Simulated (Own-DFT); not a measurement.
# How strain changes the stress of wurtzite GaN, 72 atoms (Ga36N36)

Calculated results; nothing here was measured. The program, named Own-DFT, is a retired in-house plane-wave density functional code that no person has reviewed. Each row is one single-point run on a periodic cell that was not relaxed, without spin or spin-orbit coupling.

Settings of every run: PBE; PseudoDojo norm-conserving scalar-relativistic files (stringent for Ga); cutoff 96 hartree; 4 x 4 x 3 k mesh centred on Gamma; Gaussian smearing of 0.01 eV.

Known limits: forces not confirmed at this smearing and k mesh; stress not checked against mesh or cutoff.

Unstrained cell vectors in Å: (9.567, 0.000, 0.000); (-4.784, 8.285, 0.000); (0.000, 0.000, 10.370). The unstrained cell has measured lattice constants (interpolated for alloys), not those of this functional. That, the random moves and any unrelaxed bonds set the pressure at no strain. Each run strains this cell uniformly, with the atoms carried along. Every atom was also moved at random, by a Gaussian of width 0.05 Å on each axis. Strain is the symmetric tensor, in per cent. Stress is positive in tension, and the pressure is minus a third of its trace.

| run | e_xx (%) | e_yy (%) | e_zz (%) | e_yz (%) | e_xz (%) | e_xy (%) | s_xx (GPa) | s_yy (GPa) | s_zz (GPa) | s_yz (GPa) | s_xz (GPa) | s_xy (GPa) | P (GPa) | E (meV/atom) |
|---|---|---|---|---|---|---|---|---|---|---|---|---|---|---|
| 1 | -0.90 | 1.07 | -0.24 | -1.66 | 0.36 | 0.33 | -9.03 | -3.33 | -8.91 | -3.21 | 1.10 | -0.33 | 7.09 | 6.8 |
| 2 | -0.64 | -1.49 | 0.84 | 0.89 | -1.69 | -1.32 | -11.59 | -13.94 | -6.27 | 2.42 | -4.10 | -5.71 | 10.60 | 40.1 |
| 3 | 0.55 | 1.92 | 1.35 | 1.33 | -1.65 | -1.49 | -2.71 | 1.77 | 0.41 | 2.58 | -3.54 | -4.29 | 0.18 | 0.0 |
| 4 | -1.41 | 0.66 | -1.54 | -1.85 | -0.72 | 1.36 | -15.61 | -6.63 | -15.41 | -4.26 | -1.03 | 4.10 | 12.55 | 46.1 |
| 5 | 0.23 | 0.06 | -1.83 | 1.03 | -0.13 | -1.16 | -8.42 | -7.46 | -14.11 | 2.81 | 0.11 | -3.43 | 10.00 | 9.6 |
| 6 | 0.33 | -0.72 | -0.60 | -0.55 | 1.13 | 0.72 | -6.29 | -10.92 | -10.67 | -1.37 | 2.67 | 2.72 | 9.29 | 13.1 |
| 7 | -1.52 | -1.98 | -1.06 | -0.26 | 0.06 | -0.67 | -17.87 | -20.28 | -14.21 | -0.09 | 0.00 | -3.24 | 17.45 | 52.1 |
| 8 | -0.33 | -1.05 | -0.71 | -1.29 | 0.36 | 1.08 | -10.76 | -12.99 | -10.43 | -3.04 | 1.78 | 4.31 | 11.39 | 14.9 |
| 9 | 0.06 | -0.62 | -0.86 | 1.90 | -0.10 | -1.24 | -7.82 | -11.18 | -10.73 | 3.02 | 0.22 | -4.31 | 9.91 | 19.5 |
| 10 | -1.09 | 1.43 | -1.41 | -0.30 | 1.75 | -0.53 | -10.31 | -4.68 | -15.45 | -0.74 | 3.78 | -0.80 | 10.15 | 41.9 |
| 11 | 1.67 | 1.70 | 1.50 | 1.28 | 0.09 | 0.60 | 2.23 | 1.75 | 0.18 | 2.12 | 0.12 | 1.64 | -1.38 | 2.9 |
| 12 | -1.09 | -0.64 | -0.02 | 0.43 | 0.91 | 0.67 | -10.92 | -12.15 | -8.69 | 2.11 | 2.17 | 1.46 | 10.59 | 14.8 |
| 13 | -1.18 | 0.43 | -0.83 | -0.28 | -1.54 | 0.38 | -12.55 | -8.63 | -10.16 | -0.06 | -3.84 | -0.94 | 10.44 | 16.7 |
| 14 | -1.91 | 1.74 | -1.40 | -0.70 | 0.75 | 0.73 | -15.95 | -2.51 | -14.92 | -1.78 | 0.78 | 2.18 | 11.13 | 36.6 |
| 15 | -1.76 | 0.81 | -1.35 | 0.35 | 1.90 | 1.07 | -16.94 | -6.78 | -13.74 | 0.77 | 4.38 | 4.65 | 12.49 | 34.2 |
| 16 | -1.02 | -1.74 | -1.02 | 0.83 | 0.98 | 1.82 | -14.40 | -17.68 | -15.22 | 2.63 | 2.23 | 6.34 | 15.77 | 50.0 |
| 17 | 1.73 | -0.50 | 1.04 | 1.56 | 1.60 | 1.82 | ? | ? | ? | ? | ? | ? | ? | ? |

E is the free energy for each atom above the lowest run shown.

## Worked fit

Each stress component was fitted by least squares to a constant and the strains of the runs shown, as fractions, with shears doubled. Shear strains stay in the fit of a normal stress only where such slopes are resolved. The slopes, in GPa:

| stress | at no strain | per e_xx | per e_yy | per e_zz | scatter |
|---|---|---|---|---|---|
| s_xx | -7.4 | 444 ± 40 | 94 ± 24 | 85 ± 39 | 1.19 |
| s_yy | -7.9 | 116 ± 27 | 449 ± 16 | 46 ± 26 | 0.80 |
| s_zz | -7.6 | 102 ± 37 | 51 ± 22 | 407 ± 35 | 1.09 |

Each shear stress against twice its own strain: yz 110 ± 10, xz 112 ± 7, xy 164 ± 14 GPa. These are stiffnesses along x, y and z of the frame in which the cell vectors are given, which need not be the crystal's axes. The atoms are held to the strained lattice; where symmetry lets them move under strain, relaxing them would lower some slopes. The table should be nearly symmetric about its diagonal, and what it lacks of that shows the noise. A ninth of its sum, 199 ± 6 GPa, estimates the bulk modulus near the mean pressure of these runs, 9.9 GPa, so it lies above the value at zero pressure.

## Withheld run

Question: what normal stresses and pressure should run 17 give?

The fit gives s_xx = 0.7, s_yy = -7.7, s_zz = -1.9 and P = 3.0 GPa. The calculation gave 0.41, -6.16, -1.35 and P = 2.37 GPa.
